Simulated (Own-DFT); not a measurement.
GaP (zincblende, atoms displaced), GaP (zincblende, strained, atoms displaced), SiC (2H silicon carbide, atoms displaced), GaN (wurtzite, strained, atoms displaced) (calculated)

Computed with Own-DFT development build. A calculation, not a measurement: plane-wave PBE density functional theory by an unreviewed code, no spin, of a simulated periodic cell, stress positive in tension, free energy of the whole cell less one offset for each atom, forces on such cells passed a denser k mesh, this cell's mesh not checked; offsets are fitted by least squares, one for each functional and potential file, so energies compare only between cells with the same atoms and settings and are not formation energies; the far tail of each file's local potential was reset to the Coulomb form; each entry is a single point on an unrelaxed cell, so the pressure reflects the starting lattice, mostly measured values (interpolated for alloys), from which strain is counted, and rises with the displacements; printed positions are rounded, which can move forces by about a meV/angstrom; the program, named Own-DFT, is a retired in-house code; no spin-orbit coupling.

Common to all runs: functional PBE.

(1) GaP (zincblende, atoms displaced)

```
GaP
1.0
     10.9010     0.0000     0.0000
      0.0000    10.9010     0.0000
      0.0000     0.0000    10.9010
Ga P Ga P Ga P Ga P Ga P Ga P Ga P Ga P
4 4 4 4 4 4 4 4 4 4 4 4 4 4 4 4
Direct
  0.00594 0.99946 0.99940
  0.00633 0.26365 0.25740
  0.25362 0.00910 0.24000
  0.24485 0.25523 0.01298
  0.12351 0.12309 0.12889
  0.13480 0.37542 0.37580
  0.37956 0.12996 0.38649
  0.37644 0.37091 0.13147
  0.00250 0.00023 0.48910
  0.99094 0.23391 0.74023
  0.24892 0.00244 0.75345
  0.23227 0.25636 0.48698
  0.12403 0.12535 0.61151
  0.10696 0.36560 0.87861
  0.37308 0.12891 0.89219
  0.37347 0.38183 0.62924
  0.01329 0.51426 0.99842
  0.01191 0.74734 0.24944
  0.25784 0.50462 0.24718
  0.23415 0.74868 0.00299
  0.12222 0.63417 0.11411
  0.10708 0.86959 0.37108
  0.37656 0.62154 0.36893
  0.36029 0.87844 0.13557
  0.00335 0.50603 0.51313
  0.02414 0.74085 0.76299
  0.25606 0.51530 0.76068
  0.24559 0.74732 0.50450
  0.12601 0.63660 0.59646
  0.11097 0.90105 0.88735
  0.38700 0.60972 0.88441
  0.37724 0.88266 0.62787
  0.48921 0.99421 0.99943
  0.50569 0.22932 0.24482
  0.74064 0.99620 0.26066
  0.75359 0.26566 0.98059
  0.63383 0.11716 0.12277
  0.62505 0.37994 0.38381
  0.86625 0.11525 0.37444
  0.87529 0.37766 0.11981
  0.52104 0.00120 0.49415
  0.50930 0.22951 0.74451
  0.75643 0.99138 0.75242
  0.74902 0.24890 0.50696
  0.63196 0.11187 0.63664
  0.62766 0.37514 0.86801
  0.86976 0.11583 0.85462
  0.87294 0.37667 0.63881
  0.51358 0.50554 0.99310
  0.50152 0.74594 0.24045
  0.76309 0.49945 0.24243
  0.74656 0.73005 0.00105
  0.64078 0.61350 0.12064
  0.63234 0.86824 0.37427
  0.87619 0.62428 0.36007
  0.87130 0.87851 0.12033
  0.50040 0.50326 0.50504
  0.50699 0.75961 0.75619
  0.74149 0.50013 0.74936
  0.76414 0.75939 0.51992
  0.64185 0.61985 0.61256
  0.63556 0.88355 0.86333
  0.84671 0.64734 0.87575
  0.88074 0.88007 0.61667
```

| Quantity | Value |
| --- | --- |
| potential files | PseudoDojo norm-conserving, scalar-relativistic, standard set |
| wave cutoff | 42 hartree |
| occupations | Fermi-Dirac |
| smearing width | 0.1 eV |
| hardware | one NVIDIA H100 |
| k mesh | 3 x 3 x 3 centred on Gamma |
| free energy of cell above offsets | -23.385 eV |
| pressure | 5.34 GPa |
| stress xx | -5.31 GPa |
| stress yy | -5.38 GPa |
| stress zz | -5.32 GPa |
| stress yz | -0.93 GPa |
| stress xz | 0.63 GPa |
| stress xy | -0.5 GPa |
| wall time | 552.3 s |

Force:
```
element  x (eV/Å)  y (eV/Å)  z (eV/Å)
     Ga    -4.408     3.055     3.265
     Ga    -1.382    -1.373    -0.689
     Ga    -0.707     0.351     2.834
     Ga    -0.164     0.241    -0.637
      P     -0.76      1.06    -0.094
      P    -2.163     3.171    -1.437
      P     -0.38    -0.721    -0.689
      P     0.986     0.454    -0.529
     Ga    -0.786     0.293     0.396
     Ga      0.86     0.901    -0.144
     Ga     0.251     0.737    -0.011
     Ga     3.238    -1.579     2.565
      P     0.227    -0.349     0.823
      P      1.33     0.658    -0.644
      P     -0.38     0.324    -1.644
      P    -0.185    -0.975     0.024
     Ga    -2.724    -1.341     -1.09
     Ga     -2.43     -0.15    -1.228
     Ga    -0.611     -0.42    -0.579
     Ga     2.392     1.903    -1.505
      P     0.448    -1.446     2.542
      P     3.347     1.078     0.493
      P     0.295      1.07     0.975
      P     1.778     -1.91    -1.858
     Ga    -1.973    -1.769    -1.946
     Ga    -1.812     0.944    -0.598
     Ga    -1.341    -1.882    -1.317
     Ga     3.105     3.277    -2.821
      P    -0.903    -1.719     5.335
      P     4.256    -4.673    -4.053
      P    -1.277     3.738    -0.678
      P    -0.077    -0.772    -0.408
     Ga     1.185    -0.262     0.466
     Ga    -0.014     1.516     0.772
     Ga     1.066     0.005    -1.688
     Ga     0.911    -1.966     1.282
      P    -0.274     0.308    -1.163
      P      0.28    -0.817    -1.322
      P     0.951     2.012     0.266
      P     1.301    -0.264    -0.444
     Ga    -1.425    -0.146     0.328
     Ga    -1.849     1.735     1.079
     Ga     0.544    -0.501    -2.048
     Ga     0.057     0.141    -0.244
      P     0.586     0.345    -1.617
      P    -1.562    -0.149    -0.569
      P     1.036     1.222     3.109
      P     0.532     0.121     -1.17
     Ga     0.199    -2.306     1.733
     Ga     0.146     0.073     0.355
     Ga    -0.919    -1.135     1.368
     Ga    -1.803     5.542     2.894
      P    -2.442     0.382     1.156
      P    -0.794    -1.299     0.574
      P     0.788      0.52      1.93
      P     0.024    -0.677     0.484
     Ga    -0.225     -0.27    -0.369
     Ga    -0.271    -1.111    -0.945
     Ga     0.927     0.548     0.255
     Ga    -1.001    -1.622     -2.81
      P    -1.718     0.948     0.935
      P    -1.904    -1.681     3.069
      P     5.651    -4.105    -4.608
      P     1.971     0.718     2.288
```

(2) GaP (zincblende, strained, atoms displaced)

```
GaP
1.0
     10.8620     0.0000     0.0000
      0.0000    10.8620     0.0000
      0.0000     0.0000    10.9439
Ga P Ga P Ga P Ga P Ga P Ga P Ga P Ga P
4 4 4 4 4 4 4 4 4 4 4 4 4 4 4 4
Direct
  0.00443 0.99867 0.99832
  0.00001 0.24740 0.24924
  0.25012 0.99993 0.25050
  0.25554 0.25238 0.00034
  0.12206 0.12659 0.12818
  0.12428 0.37321 0.37728
  0.37218 0.12648 0.36957
  0.37546 0.36999 0.12304
  0.00043 0.00056 0.49745
  0.00200 0.24924 0.75202
  0.25485 0.00041 0.75416
  0.25237 0.24702 0.50316
  0.12475 0.12529 0.62110
  0.12825 0.37173 0.87526
  0.37723 0.12624 0.88055
  0.37584 0.37536 0.62394
  0.00090 0.49936 0.99583
  0.99686 0.75331 0.25231
  0.24927 0.50038 0.24870
  0.25098 0.75220 0.99871
  0.12231 0.62612 0.12953
  0.12918 0.87375 0.38009
  0.37824 0.62355 0.37435
  0.38102 0.88240 0.12625
  0.00597 0.50220 0.50204
  0.99937 0.75067 0.74755
  0.25181 0.50195 0.75233
  0.25171 0.75364 0.50706
  0.12731 0.62512 0.62660
  0.13016 0.87768 0.87539
  0.37765 0.62518 0.87512
  0.37867 0.87408 0.63078
  0.50540 0.99986 0.99993
  0.49955 0.25347 0.24601
  0.74749 0.00546 0.24920
  0.75598 0.24837 0.99994
  0.62336 0.12987 0.12404
  0.62418 0.37881 0.37453
  0.87570 0.12699 0.37588
  0.87431 0.37767 0.12847
  0.50040 0.00109 0.50432
  0.50433 0.24745 0.75440
  0.75562 0.00443 0.74862
  0.74920 0.24921 0.50197
  0.62750 0.12150 0.62071
  0.63183 0.37500 0.87748
  0.87536 0.12342 0.87607
  0.87651 0.37468 0.62586
  0.50246 0.50036 0.99921
  0.49912 0.74892 0.24944
  0.75069 0.49837 0.25158
  0.75145 0.74858 0.00397
  0.62591 0.62373 0.12405
  0.62344 0.87531 0.37922
  0.86665 0.62751 0.37098
  0.87482 0.87547 0.12614
  0.49799 0.50359 0.50097
  0.49970 0.74690 0.75050
  0.75720 0.49692 0.74772
  0.75077 0.75342 0.49685
  0.62594 0.62624 0.62285
  0.62849 0.87932 0.87583
  0.87380 0.62433 0.87260
  0.87480 0.87605 0.62206
```

| Property | Result |
| --- | --- |
| potential files | PseudoDojo norm-conserving, scalar-relativistic, standard set |
| wave cutoff | 42 hartree |
| occupations | Fermi-Dirac |
| smearing width | 0.1 eV |
| hardware | one NVIDIA H100 |
| k mesh | 3 x 3 x 3 centred on Gamma |
| free energy of cell above offsets | -35.244 eV |
| pressure | 3.08 GPa |
| stress xx | -3.27 GPa |
| stress yy | -3.28 GPa |
| stress zz | -2.7 GPa |
| stress yz | -0.29 GPa |
| stress xz | -0.01 GPa |
| stress xy | 0.01 GPa |
| wall time | 510.7 s |

Force:
```
element  x (eV/Å)  y (eV/Å)  z (eV/Å)
     Ga    -0.315      0.06     0.363
     Ga    -0.204      0.62     0.336
     Ga    -0.251     -0.07    -0.091
     Ga    -0.807    -0.557     0.125
      P      0.64    -0.242    -0.642
      P     0.289     0.034    -0.216
      P     0.639    -0.028     0.729
      P      0.06     1.298     0.141
     Ga     0.017    -0.054     0.061
     Ga    -0.053     -0.12    -0.254
     Ga    -0.203      0.44    -0.435
     Ga    -0.044     0.359    -0.462
      P     0.158    -0.356     0.822
      P    -0.036     0.352     0.012
      P     0.143     -0.22     -0.44
      P     0.205    -0.152     0.514
     Ga     0.008     0.064     0.435
     Ga     0.229    -0.114     0.213
     Ga      0.07    -0.298     0.239
     Ga     0.227    -0.122     0.695
      P     0.181     0.152    -0.685
      P    -0.327      0.06    -0.496
      P    -0.769     0.424     0.077
      P    -0.559    -0.783    -0.166
     Ga    -0.787    -0.004    -0.497
     Ga     0.113     0.171      0.26
     Ga     0.037    -0.371    -0.169
     Ga     0.351    -0.469    -0.442
      P     0.008     0.185     0.164
      P    -0.531    -0.424      -0.3
      P    -0.237     -0.05      0.29
      P    -0.164     0.343    -0.216
     Ga    -0.045     0.258     0.032
     Ga     0.201    -0.182     0.671
     Ga    -0.042    -0.344     0.233
     Ga    -0.265     0.292     0.379
      P     0.395    -0.187    -0.072
      P    -0.112    -0.485     0.276
      P    -0.199    -0.142    -0.101
      P     0.457    -0.333    -0.492
     Ga    -0.517    -0.127    -0.733
     Ga     0.012       0.3     -0.39
     Ga    -0.415    -0.494    -0.074
     Ga     0.065     0.417    -0.406
      P    -0.134     0.532     0.828
      P    -0.233     0.001    -0.316
      P     0.583     0.134    -0.039
      P     0.418    -0.212    -0.342
     Ga    -0.055    -0.297     0.056
     Ga     0.298     0.221     0.064
     Ga    -0.422     0.124     -0.27
     Ga    -0.082     0.182    -0.431
      P    -0.112     0.027     0.286
      P    -0.075     0.305    -0.701
      P     1.185    -0.215     0.687
      P     0.059     0.413    -0.108
     Ga     0.332    -0.315     0.014
     Ga     0.734     0.269     0.209
     Ga    -0.848     0.355     0.011
     Ga    -0.265    -0.208     0.336
      P     0.311    -0.143     0.337
      P     0.118     -0.61    -0.327
      P     0.311      0.31     0.225
      P     0.255     0.024     0.192
```

(3) SiC (2H silicon carbide, atoms displaced)

```
SiC
1.0
      6.1654     0.0000     0.0000
     -3.0827     5.3394     0.0000
      0.0000     0.0000    10.0681
Si C Si C Si C Si C Si C Si C Si C Si C
2 2 2 2 2 2 2 2 2 2 2 2 2 2 2 2
Direct
  0.00733 0.99929 0.99550
  0.16744 0.35710 0.25057
  0.99224 0.98629 0.17750
  0.20212 0.33324 0.42018
  0.99797 0.01083 0.48101
  0.14959 0.30563 0.73722
  0.00684 0.00227 0.70018
  0.16476 0.30256 0.94504
  0.00236 0.52356 0.00864
  0.18097 0.81732 0.23662
  0.01189 0.50942 0.18517
  0.14690 0.84828 0.43561
  0.98171 0.49918 0.48315
  0.19889 0.87263 0.75072
  0.99025 0.48369 0.67234
  0.17809 0.83524 0.93481
  0.47446 0.98187 0.00799
  0.68910 0.35628 0.24435
  0.51817 0.01732 0.18174
  0.66205 0.31363 0.43007
  0.49343 0.98180 0.49726
  0.65197 0.31436 0.73618
  0.53818 0.00185 0.69824
  0.67671 0.35450 0.94237
  0.50350 0.50678 0.98000
  0.65454 0.84277 0.25713
  0.48422 0.47569 0.17385
  0.66011 0.81732 0.45232
  0.48028 0.48854 0.51263
  0.69494 0.82919 0.75298
  0.50251 0.52603 0.70124
  0.67333 0.84311 0.95387
```

| Quantity | Value |
| --- | --- |
| potential files | PseudoDojo norm-conserving, scalar-relativistic, standard set |
| wave cutoff | 42 hartree |
| occupations | Fermi-Dirac |
| smearing width | 0.1 eV |
| hardware | one NVIDIA H100 |
| k mesh | 5 x 5 x 3 centred on Gamma |
| free energy of cell above offsets | 5.332 eV |
| pressure | 9.89 GPa |
| stress xx | -7 GPa |
| stress yy | -14.45 GPa |
| stress zz | -8.22 GPa |
| stress yz | -0.57 GPa |
| stress xz | -2.4 GPa |
| stress xy | -1.18 GPa |
| wall time | 120 s |

Force:
```
element  x (eV/Å)  y (eV/Å)  z (eV/Å)
     Si    -1.061    -1.911     2.083
     Si     4.312     -3.82    -3.886
      C     0.161     0.507     3.128
      C    -4.481    -0.016     3.105
     Si    -0.834     0.278     2.274
     Si    -1.427     6.618     4.006
      C      1.99    -2.523    -4.457
      C    -1.745     5.499    -3.256
     Si     1.316    -3.617    -4.002
     Si    -3.156     5.822     2.549
      C    -0.673     -1.04     0.649
      C     4.742    -3.077    -1.386
     Si     1.862     0.778     2.467
     Si     1.489     -4.54    -0.517
      C     0.162     1.359     0.734
      C    -1.749    -0.573    -0.103
     Si     4.008      3.85    -2.261
     Si    -3.563    -1.701    -0.229
      C    -0.847    -0.689     2.664
      C        -1     0.369     0.517
     Si     -1.19     1.126     1.016
     Si     1.878       4.6     3.108
      C    -3.131    -1.776    -2.738
      C     1.054    -2.303    -1.715
     Si    -0.866    -0.942     3.167
     Si     3.218    -2.278    -2.268
      C    -0.136     2.659     1.609
      C    -0.734     0.659    -2.306
     Si     3.184     1.172    -0.668
     Si    -2.553     1.987     3.322
      C     0.382    -6.045    -2.985
      C    -0.612    -0.434    -3.621
```

(4) GaN (wurtzite, strained, atoms displaced)

```
GaN
1.0
     12.7560     0.0000     0.0000
     -4.7835     8.2853     0.0000
      0.0000     0.0000    10.6292
Ga N Ga N Ga N Ga N Ga N Ga N Ga N Ga N Ga N Ga N Ga N Ga N Ga N Ga N Ga N Ga N Ga N Ga N Ga N Ga N Ga N Ga N Ga N Ga N
2 2 2 2 2 2 2 2 2 2 2 2 2 2 2 2 2 2 2 2 2 2 2 2 2 2 2 2 2 2 2 2 2 2 2 2 2 2 2 2 2 2 2 2 2 2 2 2
Direct
  0.08362 0.21955 0.99997
  0.16551 0.10713 0.24507
  0.08593 0.21917 0.18750
  0.16912 0.11395 0.43380
  0.08194 0.22494 0.50127
  0.16165 0.10363 0.74728
  0.08734 0.22128 0.68572
  0.17184 0.11290 0.93588
  0.09285 0.56311 0.99664
  0.16445 0.44485 0.24862
  0.08823 0.55064 0.18596
  0.16869 0.44964 0.43885
  0.08351 0.54911 0.50676
  0.16554 0.44575 0.75219
  0.07763 0.56509 0.69259
  0.16685 0.44317 0.94129
  0.08653 0.88576 0.99558
  0.15959 0.77991 0.24823
  0.07642 0.88581 0.19528
  0.16785 0.77236 0.43423
  0.09258 0.89225 0.49585
  0.16840 0.77816 0.74870
  0.08830 0.90005 0.68893
  0.17437 0.78274 0.94605
  0.32930 0.22107 0.00060
  0.42099 0.10864 0.24909
  0.34477 0.22831 0.19622
  0.41206 0.11399 0.43316
  0.33737 0.20831 0.50888
  0.41703 0.11331 0.75327
  0.33302 0.21433 0.68434
  0.42208 0.12373 0.93730
  0.33088 0.55613 0.00045
  0.42093 0.44185 0.24510
  0.33269 0.54789 0.19574
  0.42143 0.44411 0.43895
  0.33615 0.55032 0.49849
  0.40194 0.42344 0.74110
  0.33695 0.55277 0.68469
  0.41532 0.43901 0.94271
  0.33311 0.89273 0.99348
  0.41755 0.77914 0.24318
  0.33553 0.89429 0.19035
  0.41235 0.77635 0.43638
  0.33296 0.89089 0.49583
  0.41173 0.77067 0.75996
  0.33279 0.89317 0.69763
  0.41711 0.77814 0.94477
  0.58627 0.23244 0.00573
  0.66670 0.10972 0.25196
  0.57673 0.22061 0.19814
  0.66800 0.10951 0.44150
  0.58711 0.22528 0.50029
  0.67038 0.12072 0.74102
  0.58759 0.22349 0.69919
  0.66696 0.11217 0.93753
  0.58800 0.55429 0.00071
  0.66404 0.44346 0.24901
  0.58640 0.55635 0.19107
  0.66641 0.44492 0.45097
  0.57904 0.54410 0.49743
  0.66644 0.44799 0.73880
  0.58317 0.54777 0.69118
  0.66693 0.44160 0.93295
  0.58335 0.89207 0.00198
  0.66993 0.78426 0.24809
  0.58342 0.88973 0.18348
  0.67018 0.76829 0.43383
  0.57978 0.88480 0.49913
  0.66416 0.78111 0.75214
  0.58520 0.89973 0.69000
  0.66454 0.76759 0.93762
  0.83231 0.21941 0.00445
  0.91427 0.10803 0.25410
  0.82973 0.21963 0.18240
  0.91215 0.11011 0.44338
  0.82903 0.22510 0.50241
  0.93067 0.11395 0.74795
  0.82377 0.21115 0.69321
  0.91396 0.10777 0.94122
  0.82574 0.54778 0.00351
  0.91482 0.44374 0.24944
  0.83896 0.55765 0.17987
  0.91391 0.44406 0.45168
  0.83016 0.55345 0.50720
  0.92027 0.44043 0.74042
  0.83834 0.56554 0.68907
  0.91254 0.44678 0.94724
  0.83724 0.88611 0.99513
  0.91892 0.77262 0.24388
  0.83028 0.89057 0.18915
  0.91829 0.77495 0.43762
  0.82925 0.87385 0.49829
  0.92004 0.78338 0.75698
  0.82990 0.88241 0.68657
  0.91646 0.77243 0.93603
```

| Property | Result |
| --- | --- |
| potential files | PseudoDojo norm-conserving, scalar-relativistic, standard set with the stringent files for Ga |
| wave cutoff | 96 hartree |
| occupations | Gaussian |
| smearing width | 0.01 eV |
| k mesh | 3 x 4 x 3 centred on Gamma |
| free energy of cell above offsets | -4.691 eV |
| pressure | 2.72 GPa |
| stress xx | -6.06 GPa |
| stress yy | -5.74 GPa |
| stress zz | 3.66 GPa |
| stress yz | -0.24 GPa |
| stress xz | 0.1 GPa |
| stress xy | -0.06 GPa |

Force:
```
element  x (eV/Å)  y (eV/Å)  z (eV/Å)
     Ga    -0.333    -0.259     0.504
     Ga     0.912     1.204     1.128
      N    -0.894     0.183    -0.166
      N    -0.022     0.015     0.635
     Ga     0.535    -0.554    -1.129
     Ga     1.131     1.785       0.9
      N      0.03     1.342     0.086
      N    -1.332     -0.92    -0.216
     Ga    -1.951    -1.392     0.925
     Ga     1.385    -0.684     0.817
      N    -1.972      1.12    -0.085
      N     0.084    -0.865     0.169
     Ga    -0.531     0.931    -0.842
     Ga      0.45      0.23    -0.126
      N     2.783      -0.8    -0.695
      N    -0.042    -0.161    -1.144
     Ga    -1.037     0.266      0.72
     Ga     2.129    -0.767     0.215
      N     1.531     0.843    -2.201
      N    -0.407    -0.031     0.572
     Ga    -1.428    -0.279     0.155
     Ga    -0.788     1.284      0.72
      N     0.188    -2.603    -0.647
      N    -1.266     -0.68    -1.675
     Ga     1.465     0.689     1.087
     Ga    -2.044    -0.366      0.74
      N    -1.572    -1.953    -1.678
      N     2.853    -1.148     0.421
     Ga    -2.712     1.955    -1.728
     Ga     1.026     0.168      0.58
      N    -0.729    -0.894     0.684
      N    -0.236    -1.157     0.378
     Ga     1.486    -0.539     0.926
     Ga    -0.559     0.699     1.326
      N    -0.275     0.881    -1.147
      N    -1.008    -1.135    -0.298
     Ga    -0.196     0.504    -0.475
     Ga     1.846     2.421     1.834
      N    -1.497      0.13     0.508
      N    -0.563     0.757    -0.864
     Ga     1.595      1.64     1.545
     Ga    -0.358    -0.682     0.826
      N    -0.602    -1.064     -0.95
      N     0.783     0.093    -0.103
     Ga     0.442    -0.237     0.485
     Ga     0.869     1.025    -1.047
      N     0.662    -0.801     -1.15
      N    -0.402    -0.237    -0.548
     Ga     0.482    -1.299    -0.531
     Ga    -0.251     0.108    -0.027
      N     2.715     1.031    -1.297
      N    -0.854     -0.21    -0.792
     Ga    -0.626    -1.006     0.602
     Ga    -0.903    -1.974     2.812
      N     -1.83     0.316     -2.21
      N     -0.32      0.04     0.263
     Ga    -0.873    -0.684    -0.191
     Ga     0.794     0.415     0.962
      N     0.068     0.545    -0.725
      N     0.887    -0.642    -1.985
     Ga    -0.241     1.657     1.254
     Ga     1.419    -0.146     1.699
      N    -2.378     1.048    -0.935
      N    -0.299      0.55     0.317
     Ga     0.928     0.154    -0.787
     Ga    -0.312     -0.98      0.42
      N    -0.012     0.086     0.821
      N    -1.746     0.356     0.174
     Ga     0.592    -0.443     0.404
     Ga     0.155    -0.658    -0.261
      N    -0.367    -1.765    -0.357
      N    -0.226     1.496     0.142
     Ga    -0.424     0.486    -1.387
     Ga     0.267     0.415    -0.005
      N     0.385     0.246      1.91
      N      0.35    -0.031    -0.368
     Ga     1.158    -0.944     0.568
     Ga    -3.114    -1.551      0.59
      N      3.75     2.183    -1.356
      N     1.053     0.449    -0.944
     Ga     0.658     0.433    -1.478
     Ga     0.858    -0.249     0.156
      N    -1.078    -0.749      1.77
      N     0.509     0.248    -1.636
     Ga     0.471      1.24     -0.15
     Ga    -2.907    -0.663     2.215
      N     0.295    -0.932     0.282
      N     1.978    -0.233     -1.39
     Ga    -1.122    -0.085     0.799
     Ga     -2.49     0.071     1.645
      N     1.461    -0.211    -0.843
      N     0.611    -0.169    -0.475
     Ga     0.274     1.299     0.496
     Ga     -0.25    -0.547    -1.359
      N     0.492     0.881     0.335
      N     0.581     0.457     0.879
```
